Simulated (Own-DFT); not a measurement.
Simulation results for SiC (4H silicon carbide, atoms displaced), SiC (2H silicon carbide, atoms displaced), SiC (4H silicon carbide, strained, atoms displaced)

A calculation, not a measurement: plane-wave PBE density functional theory by an unreviewed code, no spin, of a simulated periodic cell, stress positive in tension, free energy of the whole cell less one offset for each atom, forces on such cells passed a denser k mesh, this cell's mesh not checked; offsets are fitted by least squares, one for each functional and potential file, so energies compare only between cells with the same atoms and settings and are not formation energies; the far tail of each file's local potential was reset to the Coulomb form; each entry is a single point on an unrelaxed cell, so the pressure reflects the starting lattice, mostly measured values (interpolated for alloys), from which strain is counted, and rises with the displacements; printed positions are rounded, which can move forces by about a meV/angstrom; the program, named Own-DFT, is a retired in-house code; no spin-orbit coupling. Program: Own-DFT development build.

Settings shared by all entries: functional PBE; potential files PseudoDojo norm-conserving, scalar-relativistic, standard set; wave cutoff 42 hartree; occupations Fermi-Dirac; smearing width 0.1 eV; hardware one NVIDIA H100.

(1) 
```cif
# cell vector a (Å): 6.1654 0.0000 0.0000
# cell vector b (Å): -3.0827 5.3394 0.0000
# cell vector c (Å): 0.0000 0.0000 10.0681
data_SiC
_symmetry_space_group_name_H-M 'P 1'
_symmetry_Int_Tables_number 1
_cell_length_a 6.1654
_cell_length_b 6.1654
_cell_length_c 10.0681
_cell_angle_alpha 90.000
_cell_angle_beta 90.000
_cell_angle_gamma 120.000
_cell_volume 331.44
loop_
_atom_site_label
_atom_site_type_symbol
_atom_site_fract_x
_atom_site_fract_y
_atom_site_fract_z
_atom_site_occupancy
Si1 Si 0.02266 0.05180 0.39786 1
Si2 Si 0.21139 0.39323 0.16158 1
C1 C 0.99120 0.99869 0.10535 1
C2 C 0.17087 0.33635 0.35392 1
Si3 Si 0.00391 0.48873 0.38535 1
Si4 Si 0.16338 0.82373 0.15713 1
C3 C 0.99322 0.50481 0.10435 1
C4 C 0.18102 0.86096 0.33607 1
Si5 Si 0.48616 0.96882 0.40429 1
Si6 Si 0.65177 0.33588 0.16442 1
C5 C 0.50142 0.00427 0.08062 1
C6 C 0.65747 0.33742 0.32555 1
Si7 Si 0.50847 0.48432 0.41085 1
Si8 Si 0.66876 0.87660 0.15287 1
C7 C 0.50282 0.48635 0.07216 1
C8 C 0.64773 0.83165 0.34622 1
Si9 Si 0.98267 0.01319 0.91711 1
Si10 Si 0.84212 0.66472 0.65555 1
C9 C 0.99957 0.03019 0.58746 1
C10 C 0.86524 0.67609 0.84010 1
Si11 Si 0.00177 0.50676 0.92407 1
Si12 Si 0.82835 0.15509 0.65221 1
C11 C 0.00283 0.49316 0.59245 1
C12 C 0.85044 0.16639 0.85310 1
Si13 Si 0.48287 0.01090 0.90672 1
Si14 Si 0.34054 0.68895 0.64540 1
C13 C 0.52588 0.01800 0.57816 1
C14 C 0.34165 0.66631 0.81458 1
Si15 Si 0.51111 0.50906 0.91559 1
Si16 Si 0.34279 0.17161 0.67608 1
C15 C 0.44930 0.45640 0.59766 1
C16 C 0.35664 0.15818 0.83505 1
_calc_k_mesh '5 x 5 x 3 centred on Gamma'
_calc_free_energy_of_cell_above_offsets '8.735'  # eV
_calc_pressure 14.03  # GPa
_calc_stress_xx -11.48  # GPa
_calc_stress_yy -8.09  # GPa
_calc_stress_zz -22.51  # GPa
_calc_stress_yz 3.04  # GPa
_calc_stress_xz -2.53  # GPa
_calc_stress_xy 6.04  # GPa
_calc_wall_time 119  # s
```

Force:
| element | x (eV/Å) | y (eV/Å) | z (eV/Å) |
| --- | --- | --- | --- |
| Si | -0.116 | -11.03 | 3.395 |
| Si | -0.943 | -4.475 | -0.436 |
| C | 1.239 | 1.843 | -1.078 |
| C | 2.033 | 7.462 | -5.544 |
| Si | -3.728 | 3.102 | 3.862 |
| Si | -1.317 | 3.371 | -0.457 |
| C | 0.945 | -0.644 | -0.068 |
| C | -1.15 | -2.22 | 1.185 |
| Si | -2.078 | 3.749 | 0.05 |
| Si | 0.866 | -0.482 | -7.005 |
| C | -2.619 | 0.567 | 2.554 |
| C | 1.876 | -1.062 | 6.634 |
| Si | -1.4 | 1.744 | 1.609 |
| Si | 2.624 | -3.019 | 1.511 |
| C | -1.104 | 1.579 | 9.825 |
| C | 3.898 | -1.163 | -2.054 |
| Si | 5.379 | -3.358 | 0.293 |
| Si | -1.149 | 0.382 | -1.203 |
| C | 4.091 | -3.867 | -0.025 |
| C | -2.548 | 0.357 | 2.307 |
| Si | 1.485 | -0.457 | -4.752 |
| Si | -0.161 | 3.136 | 2.225 |
| C | -1.34 | 1.078 | -1.944 |
| C | -5.292 | 2.556 | -2.095 |
| Si | 6.408 | -3.784 | -1.453 |
| Si | 0.301 | -2.286 | -2.36 |
| C | -2.87 | -1.183 | 2.519 |
| C | 0.117 | 0.522 | 8.485 |
| Si | 0.206 | 0.78 | -11.91 |
| Si | -1.308 | -2.123 | -8.126 |
| C | 2.949 | 5.465 | -1.99 |
| C | -5.296 | 3.461 | 6.049 |

(2) 
```cif
# cell vector a (Å): 9.2481 0.0000 0.0000
# cell vector b (Å): -4.6241 8.0091 0.0000
# cell vector c (Å): 0.0000 0.0000 10.0681
data_SiC
_symmetry_space_group_name_H-M 'P 1'
_symmetry_Int_Tables_number 1
_cell_length_a 9.2481
_cell_length_b 9.2481
_cell_length_c 10.0681
_cell_angle_alpha 90.000
_cell_angle_beta 90.000
_cell_angle_gamma 120.000
_cell_volume 745.73
loop_
_atom_site_label
_atom_site_type_symbol
_atom_site_fract_x
_atom_site_fract_y
_atom_site_fract_z
_atom_site_occupancy
Si1 Si 0.01041 0.00316 0.00534 1
Si2 Si 0.10365 0.21989 0.24577 1
C1 C 0.99063 0.98047 0.18667 1
C2 C 0.12549 0.23099 0.43270 1
Si3 Si 0.99193 0.99413 0.49547 1
Si4 Si 0.10996 0.21612 0.75573 1
C3 C 0.99385 0.99378 0.68832 1
C4 C 0.10184 0.22659 0.94115 1
Si5 Si 0.00693 0.32739 0.99962 1
Si6 Si 0.11111 0.54070 0.23841 1
C5 C 0.00099 0.33273 0.18217 1
C6 C 0.11325 0.55838 0.43593 1
Si7 Si 0.01083 0.34965 0.49113 1
Si8 Si 0.11051 0.56584 0.75614 1
C7 C 0.99279 0.32683 0.69785 1
C8 C 0.10657 0.57575 0.94631 1
Si9 Si 0.98845 0.66527 0.99764 1
Si10 Si 0.12123 0.89150 0.24202 1
C9 C 0.99665 0.66998 0.18981 1
C10 C 0.10910 0.87866 0.43950 1
Si11 Si 0.98356 0.64850 0.49932 1
Si12 Si 0.12064 0.89209 0.75390 1
C11 C 0.00622 0.67019 0.69074 1
C12 C 0.11113 0.89440 0.94438 1
Si13 Si 0.35570 0.01426 0.99875 1
Si14 Si 0.44925 0.22683 0.24521 1
C13 C 0.33107 0.98919 0.18027 1
C14 C 0.43823 0.21702 0.44365 1
Si15 Si 0.34270 0.00413 0.50196 1
Si16 Si 0.44514 0.22305 0.74664 1
C15 C 0.32471 0.99859 0.69132 1
C16 C 0.44473 0.21338 0.93456 1
Si17 Si 0.34266 0.34161 0.00108 1
Si18 Si 0.43252 0.54523 0.24587 1
C17 C 0.31202 0.31618 0.18940 1
C18 C 0.44770 0.55212 0.43091 1
Si19 Si 0.33462 0.33418 0.50450 1
Si20 Si 0.44346 0.56184 0.75359 1
C19 C 0.33213 0.32918 0.69163 1
C20 C 0.44111 0.55995 0.93295 1
Si21 Si 0.33199 0.67385 0.99036 1
Si22 Si 0.43094 0.88047 0.25147 1
C21 C 0.33836 0.67512 0.19497 1
C22 C 0.43965 0.88517 0.43226 1
Si23 Si 0.33498 0.67081 0.50512 1
Si24 Si 0.44539 0.89748 0.74580 1
C23 C 0.34089 0.67084 0.68062 1
C24 C 0.45276 0.90269 0.93997 1
Si25 Si 0.67116 0.00554 0.00070 1
Si26 Si 0.76753 0.21376 0.25150 1
C25 C 0.65236 0.98912 0.18901 1
C26 C 0.77417 0.22418 0.43954 1
Si27 Si 0.66293 0.99951 0.50215 1
Si28 Si 0.79363 0.22556 0.75059 1
C27 C 0.66717 0.99860 0.69520 1
C28 C 0.78007 0.21680 0.93445 1
Si29 Si 0.67104 0.33266 0.99562 1
Si30 Si 0.78478 0.56057 0.25795 1
C29 C 0.66806 0.33896 0.18664 1
C30 C 0.78458 0.57624 0.44235 1
Si31 Si 0.67414 0.33524 0.49153 1
Si32 Si 0.78562 0.56070 0.74560 1
C31 C 0.67159 0.33660 0.68985 1
C32 C 0.77917 0.54771 0.94148 1
Si33 Si 0.65929 0.66160 0.00212 1
Si34 Si 0.77304 0.89102 0.25504 1
C33 C 0.66591 0.67025 0.17911 1
C34 C 0.77024 0.87986 0.43434 1
Si35 Si 0.66270 0.67602 0.50563 1
Si36 Si 0.78127 0.90220 0.74406 1
C35 C 0.65241 0.64264 0.69441 1
C36 C 0.77468 0.89216 0.93413 1
_calc_k_mesh '4 x 4 x 3 centred on Gamma'
_calc_free_energy_of_cell_above_offsets '-3.098'  # eV
_calc_pressure 6.11  # GPa
_calc_stress_xx -7.65  # GPa
_calc_stress_yy -4.37  # GPa
_calc_stress_zz -6.31  # GPa
_calc_stress_yz 0.8  # GPa
_calc_stress_xz 1.01  # GPa
_calc_stress_xy 0.19  # GPa
_calc_wall_time 355.2  # s
```

Force:
| element | x (eV/Å) | y (eV/Å) | z (eV/Å) |
| --- | --- | --- | --- |
| Si | -2.962 | -0.453 | -1.011 |
| Si | -0.051 | -2.283 | 1.042 |
| C | -0.691 | 2.804 | 1.065 |
| C | -2.76 | -1.502 | 0.514 |
| Si | 2.109 | 0.83 | 0.23 |
| Si | -0.604 | 0.429 | -1.03 |
| C | 1.183 | 0.867 | -0.734 |
| C | 5.568 | -1.736 | -1.048 |
| Si | -4.895 | 2.853 | 0.193 |
| Si | -1.738 | 4.073 | 1.664 |
| C | -0.971 | -2.296 | 0.579 |
| C | -0.134 | 0.465 | -0.691 |
| Si | 0.437 | -3.377 | 2.084 |
| Si | 1.365 | -1.835 | -0.167 |
| C | 4.142 | 3.385 | -2.687 |
| C | 3.628 | -2.892 | -1.777 |
| Si | -0.131 | 2.362 | 2.489 |
| Si | -1.615 | -1.525 | 2.272 |
| C | 1.742 | -1.293 | -0.725 |
| C | -0.023 | 1.183 | -0.352 |
| Si | 3.491 | 4.252 | 0.75 |
| Si | -3.267 | -0.935 | 0.59 |
| C | -0.916 | 0.168 | -0.96 |
| C | 1.921 | -0.269 | -1.447 |
| Si | -2.989 | -3.585 | 0.823 |
| Si | -1.03 | -1.671 | 1.266 |
| C | 0.335 | 2.863 | 0.791 |
| C | 1.486 | 1.66 | -1.572 |
| Si | -2.429 | -1.954 | -0.314 |
| Si | 0.878 | 0.359 | 0.231 |
| C | 2.757 | 1.354 | -1.283 |
| C | -0.682 | 4.164 | -0.107 |
| Si | -1.226 | -1.739 | -0.576 |
| Si | 1.303 | 1.351 | 0.122 |
| C | 3.03 | 2.472 | -1.558 |
| C | -1.02 | 0.498 | 1.661 |
| Si | 0.547 | 0.312 | -0.396 |
| Si | 0.274 | -1.935 | -1.25 |
| C | -1.055 | 0.771 | 0.219 |
| C | -0.12 | -0.44 | 1.59 |
| Si | -0.153 | 0.91 | 2.241 |
| Si | 1.222 | 1.75 | -0.192 |
| C | -0.294 | -3.753 | -2.645 |
| C | 0.703 | 0.874 | 2.15 |
| Si | 0.255 | -1.101 | -3.108 |
| Si | 0.497 | -0.639 | 1.379 |
| C | -1.424 | 0.308 | 2.994 |
| C | 0.743 | -1.926 | -1.721 |
| Si | 0.588 | -1.288 | 0.042 |
| Si | 0.222 | 0.488 | -0.808 |
| C | 0.793 | 1.694 | 0.263 |
| C | 2.318 | -0.552 | -1.003 |
| Si | 0.183 | -0.023 | -0.262 |
| Si | -4.899 | -1.471 | 0.651 |
| C | -1.482 | 1.312 | -2.692 |
| C | 0.028 | 1.611 | 1.255 |
| Si | 0.29 | -0.589 | 0.218 |
| Si | -1.465 | 0.753 | -1.761 |
| C | 0.441 | -0.433 | 0.358 |
| C | -2.018 | -3.733 | -0.935 |
| Si | -2.943 | 1.063 | 2.398 |
| Si | -0.303 | -1.503 | 1.617 |
| C | 0.733 | -0.789 | -0.932 |
| C | -2.481 | 0.861 | -1.788 |
| Si | 1.212 | 1.714 | -1.91 |
| Si | 0.266 | -1.638 | -2.477 |
| C | -0.332 | -1.439 | 3.006 |
| C | -0.659 | 2.696 | 1.46 |
| Si | 0.474 | -2.895 | 0.243 |
| Si | 1.016 | -3.558 | 2.577 |
| C | 0.265 | 4.066 | -1.672 |
| C | 1.319 | -0.524 | 0.561 |

(3) 
```cif
# cell vector a (Å): 9.3602 -0.0515 0.1048
# cell vector b (Å): -4.7247 7.9699 -0.1571
# cell vector c (Å): 0.1141 -0.1317 10.1687
data_SiC
_symmetry_space_group_name_H-M 'P 1'
_symmetry_Int_Tables_number 1
_cell_length_a 9.3609
_cell_length_b 9.2664
_cell_length_c 10.1702
_cell_angle_alpha 91.937
_cell_angle_beta 88.712
_cell_angle_gamma 120.981
_cell_volume 755.89
loop_
_atom_site_label
_atom_site_type_symbol
_atom_site_fract_x
_atom_site_fract_y
_atom_site_fract_z
_atom_site_occupancy
Si1 Si 0.99102 0.99276 0.40696 1
Si2 Si 0.10303 0.21840 0.14990 1
C1 C 0.99964 0.00075 0.09587 1
C2 C 0.11198 0.21975 0.33634 1
Si3 Si 0.00630 0.34404 0.39875 1
Si4 Si 0.11616 0.56118 0.15694 1
C3 C 0.00807 0.33989 0.10216 1
C4 C 0.11014 0.55385 0.34109 1
Si5 Si 0.01467 0.66735 0.40467 1
Si6 Si 0.10725 0.88774 0.15840 1
C5 C 0.99755 0.66533 0.09599 1
C6 C 0.10976 0.89352 0.34030 1
Si7 Si 0.32967 0.99906 0.40664 1
Si8 Si 0.45387 0.22597 0.16527 1
C7 C 0.32097 0.98775 0.09162 1
C8 C 0.44257 0.21760 0.34740 1
Si9 Si 0.34692 0.33842 0.39497 1
Si10 Si 0.44307 0.55553 0.15480 1
C9 C 0.34470 0.34635 0.09200 1
C10 C 0.43715 0.55855 0.34807 1
Si11 Si 0.32994 0.66668 0.39912 1
Si12 Si 0.44093 0.88199 0.14992 1
C11 C 0.33209 0.66405 0.09797 1
C12 C 0.44836 0.89413 0.34860 1
Si13 Si 0.66309 0.99228 0.41930 1
Si14 Si 0.77651 0.22597 0.15592 1
C13 C 0.66844 0.00636 0.09291 1
C14 C 0.76337 0.21684 0.33763 1
Si15 Si 0.67595 0.33552 0.40525 1
Si16 Si 0.77137 0.55072 0.14849 1
C15 C 0.66693 0.32524 0.09717 1
C16 C 0.77691 0.55953 0.34759 1
Si17 Si 0.66917 0.66306 0.40503 1
Si18 Si 0.77862 0.87927 0.14783 1
C17 C 0.67371 0.66931 0.09141 1
C18 C 0.76561 0.88995 0.33703 1
Si19 Si 0.00754 0.99743 0.90434 1
Si20 Si 0.88628 0.75701 0.65126 1
C19 C 0.00126 0.00602 0.59242 1
C20 C 0.89709 0.77298 0.84245 1
Si21 Si 0.00616 0.65909 0.91037 1
Si22 Si 0.89432 0.43634 0.65776 1
C21 C 0.00151 0.67031 0.58742 1
C22 C 0.88391 0.43942 0.83851 1
Si23 Si 0.99837 0.33042 0.89805 1
Si24 Si 0.88053 0.09982 0.65447 1
C23 C 0.99305 0.33680 0.58832 1
C24 C 0.87902 0.10399 0.85106 1
Si25 Si 0.65633 0.99353 0.90453 1
Si26 Si 0.55325 0.77508 0.64939 1
C25 C 0.67470 0.00651 0.59109 1
C26 C 0.56733 0.78552 0.83923 1
Si27 Si 0.67334 0.66536 0.90081 1
Si28 Si 0.54627 0.44320 0.66668 1
C27 C 0.65680 0.66489 0.59423 1
C28 C 0.55126 0.44631 0.84951 1
Si29 Si 0.65202 0.32329 0.89505 1
Si30 Si 0.55589 0.10959 0.65624 1
C29 C 0.66885 0.32917 0.58324 1
C30 C 0.55192 0.12103 0.83895 1
Si31 Si 0.34461 0.01305 0.89720 1
Si32 Si 0.23200 0.78398 0.65974 1
C31 C 0.33208 0.99869 0.59589 1
C32 C 0.22739 0.77433 0.84809 1
Si33 Si 0.32317 0.66026 0.91071 1
Si34 Si 0.22185 0.43342 0.65767 1
C33 C 0.33555 0.66831 0.59620 1
C34 C 0.23307 0.44822 0.84401 1
Si35 Si 0.33596 0.33461 0.90685 1
Si36 Si 0.22264 0.10106 0.65634 1
C35 C 0.33542 0.34144 0.58965 1
C36 C 0.22028 0.10797 0.84322 1
_calc_k_mesh '4 x 4 x 3 centred on Gamma'
_calc_free_energy_of_cell_above_offsets '-4.652'  # eV
_calc_pressure 2.71  # GPa
_calc_stress_xx -0.02  # GPa
_calc_stress_yy -8.53  # GPa
_calc_stress_zz 0.43  # GPa
_calc_stress_yz -5.79  # GPa
_calc_stress_xz 5.33  # GPa
_calc_stress_xy -0.55  # GPa
_calc_wall_time 357.1  # s
```

Force:
| element | x (eV/Å) | y (eV/Å) | z (eV/Å) |
| --- | --- | --- | --- |
| Si | -0.332 | 1.51 | -0.854 |
| Si | 1.573 | 1.555 | 1.429 |
| C | 0.702 | -1.108 | -1.57 |
| C | -0.114 | 0.396 | 1.041 |
| Si | -0.301 | -3.591 | 0.571 |
| Si | -1.038 | -0.61 | 0.01 |
| C | -1.413 | -0.708 | -2.383 |
| C | 0.718 | 1.4 | -0.508 |
| Si | -3.275 | 0.815 | -0.153 |
| Si | -0.12 | 0.466 | -0.733 |
| C | 0.442 | -0.649 | -0.286 |
| C | 0.786 | -1.11 | 1.144 |
| Si | 0.355 | -0.109 | -0.168 |
| Si | -1.556 | -1.574 | -1.612 |
| C | 1.514 | 2.122 | -0.388 |
| C | 1.162 | 1.025 | -0.18 |
| Si | -2.891 | -0.888 | 1.799 |
| Si | 0.499 | 1.532 | 1.056 |
| C | -0.243 | -3.289 | -0.084 |
| C | 2.359 | -0.178 | -1.854 |
| Si | 0.09 | 0.935 | 2.109 |
| Si | -0.019 | 2.627 | 1.605 |
| C | 0.494 | -0.37 | -1.16 |
| C | -0.981 | -1.111 | -0.779 |
| Si | -0.805 | 1.722 | -4.396 |
| Si | 1.48 | -0.59 | 0.286 |
| C | 0.029 | -1.914 | -0.92 |
| C | 2.749 | 0.174 | 1.221 |
| Si | -1.856 | 0.129 | -0.445 |
| Si | 0.9 | 0.363 | 1.774 |
| C | -1.108 | 1.062 | -2.167 |
| C | 1.836 | -0.737 | -1.466 |
| Si | -2.103 | 1.097 | 0.349 |
| Si | -1.799 | 3.242 | 1.548 |
| C | -0.989 | -2.239 | -1.14 |
| C | 2.242 | -1.098 | 1.04 |
| Si | -2.164 | -0.589 | 0.661 |
| Si | -2.669 | 2.977 | 0.939 |
| C | 0.79 | -2.033 | 0.194 |
| C | 0.059 | -0.648 | -0.203 |
| Si | -1.35 | 0.944 | -0.63 |
| Si | -3.104 | 1.902 | -1.238 |
| C | 2.8 | -1.56 | 0.591 |
| C | 0.371 | -0.329 | 1.185 |
| Si | 0.163 | 0.167 | 1.772 |
| Si | 1.223 | 2.271 | 1.129 |
| C | 3.616 | -1.775 | 0.025 |
| C | 1.424 | 0.273 | -1.69 |
| Si | 0.698 | 1.834 | 1.298 |
| Si | -0.172 | 0.83 | 1.386 |
| C | -1.66 | -1.85 | 2.131 |
| C | -1.197 | -2.681 | 0.11 |
| Si | -0.604 | 1.919 | 0.79 |
| Si | 1.151 | 0.005 | -2.917 |
| C | 2.399 | -0.634 | -0.21 |
| C | 1.181 | -0.963 | -1.028 |
| Si | 1.563 | 4.401 | 2.986 |
| Si | -0.1 | 1.039 | -1.7 |
| C | -0.635 | 0.503 | 3.336 |
| C | 2.145 | -3.574 | -1.19 |
| Si | -2.298 | -3.047 | 2.742 |
| Si | -0.82 | -1.958 | -0.266 |
| C | 1.026 | 0.01 | -0.491 |
| C | -0.66 | 0.934 | -0.737 |
| Si | 2.392 | 1.63 | -0.516 |
| Si | -1.846 | 1.96 | -0.807 |
| C | -0.701 | -0.732 | -1.043 |
| C | -1.363 | -1.961 | -0.209 |
| Si | -0.899 | -0.263 | 0.789 |
| Si | -2.068 | 2.19 | -0.602 |
| C | 1.365 | -2.453 | 0.056 |
| C | 0.958 | 0.964 | -0.374 |

(4) 
```cif
# cell vector a (Å): 6.1654 0.0000 0.0000
# cell vector b (Å): -3.0827 5.3394 0.0000
# cell vector c (Å): 0.0000 0.0000 10.0681
data_SiC
_symmetry_space_group_name_H-M 'P 1'
_symmetry_Int_Tables_number 1
_cell_length_a 6.1654
_cell_length_b 6.1654
_cell_length_c 10.0681
_cell_angle_alpha 90.000
_cell_angle_beta 90.000
_cell_angle_gamma 120.000
_cell_volume 331.44
loop_
_atom_site_label
_atom_site_type_symbol
_atom_site_fract_x
_atom_site_fract_y
_atom_site_fract_z
_atom_site_occupancy
Si1 Si 0.99860 0.00845 0.40355 1
Si2 Si 0.17271 0.33575 0.16151 1
C1 C 0.01861 0.99697 0.10624 1
C2 C 0.18004 0.33925 0.33236 1
Si3 Si 0.00248 0.46515 0.39787 1
Si4 Si 0.17291 0.83120 0.16690 1
C3 C 0.00008 0.49687 0.10289 1
C4 C 0.18582 0.83328 0.35094 1
Si5 Si 0.48936 0.98095 0.41221 1
Si6 Si 0.68021 0.34322 0.14111 1
C5 C 0.52597 0.02197 0.08489 1
C6 C 0.66151 0.30949 0.34262 1
Si7 Si 0.48129 0.46822 0.39632 1
Si8 Si 0.67568 0.81063 0.16200 1
C7 C 0.49383 0.50850 0.10938 1
C8 C 0.66802 0.81571 0.34703 1
Si9 Si 0.98523 0.96131 0.91581 1
Si10 Si 0.80906 0.62569 0.66204 1
C9 C 0.00977 0.01302 0.59367 1
C10 C 0.84260 0.66684 0.84332 1
Si11 Si 0.01093 0.52719 0.89549 1
Si12 Si 0.81146 0.13114 0.66765 1
C11 C 0.00407 0.50588 0.59891 1
C12 C 0.82788 0.17725 0.84700 1
Si13 Si 0.51983 0.00041 0.90509 1
Si14 Si 0.33869 0.66050 0.66303 1
C13 C 0.51535 0.00330 0.57870 1
C14 C 0.29318 0.65738 0.84289 1
Si15 Si 0.47669 0.51759 0.90465 1
Si16 Si 0.33383 0.18468 0.67898 1
C15 C 0.49876 0.48785 0.58635 1
C16 C 0.31168 0.13500 0.85368 1
_calc_k_mesh '5 x 5 x 3 centred on Gamma'
_calc_free_energy_of_cell_above_offsets '3.943'  # eV
_calc_pressure 9.78  # GPa
_calc_stress_xx -12.08  # GPa
_calc_stress_yy -6.65  # GPa
_calc_stress_zz -10.62  # GPa
_calc_stress_yz -1.48  # GPa
_calc_stress_xz 0.33  # GPa
_calc_stress_xy -4.13  # GPa
_calc_wall_time 125.3  # s
```

Force:
| element | x (eV/Å) | y (eV/Å) | z (eV/Å) |
| --- | --- | --- | --- |
| Si | 1.692 | -2.163 | 1.547 |
| Si | -1.227 | -1.09 | -3.12 |
| C | -1.646 | -0.597 | -1.542 |
| C | -0.856 | -2.725 | 2.514 |
| Si | -3.836 | 3.581 | 2.827 |
| Si | 2.216 | 0.592 | -0.677 |
| C | 1.721 | 2.054 | -2.615 |
| C | -3.269 | -1.957 | -0.949 |
| Si | 2.382 | 1.058 | -3.574 |
| Si | -1.552 | -1.744 | 3.142 |
| C | -0.15 | -3.337 | 1.527 |
| C | 0.191 | 0.602 | -1.003 |
| Si | 3.889 | 2.589 | 1.786 |
| Si | -1.416 | 5.404 | 0.904 |
| C | 1.367 | -2.211 | -4.447 |
| C | -0.611 | 0.101 | 0.04 |
| Si | -0.823 | 5.042 | 0.898 |
| Si | 1.263 | 3.735 | -2.994 |
| C | -0.026 | -1.281 | 1.032 |
| C | -4.793 | -1.726 | -0.388 |
| Si | -3.953 | -6.88 | 5.266 |
| Si | 1.355 | 2.89 | -3.021 |
| C | 1.228 | -2.226 | -0.756 |
| C | 2.596 | -0.885 | 0.172 |
| Si | -3.261 | -0.055 | 1.322 |
| Si | -1.592 | 0.685 | -3.894 |
| C | -1.24 | -0.987 | 7.403 |
| C | 8.571 | 4.43 | -1.574 |
| Si | 2.328 | -2.861 | 1.974 |
| Si | 0.039 | -2.996 | -4.911 |
| C | -1.103 | 0.149 | 2.214 |
| C | 0.516 | 2.808 | 0.897 |
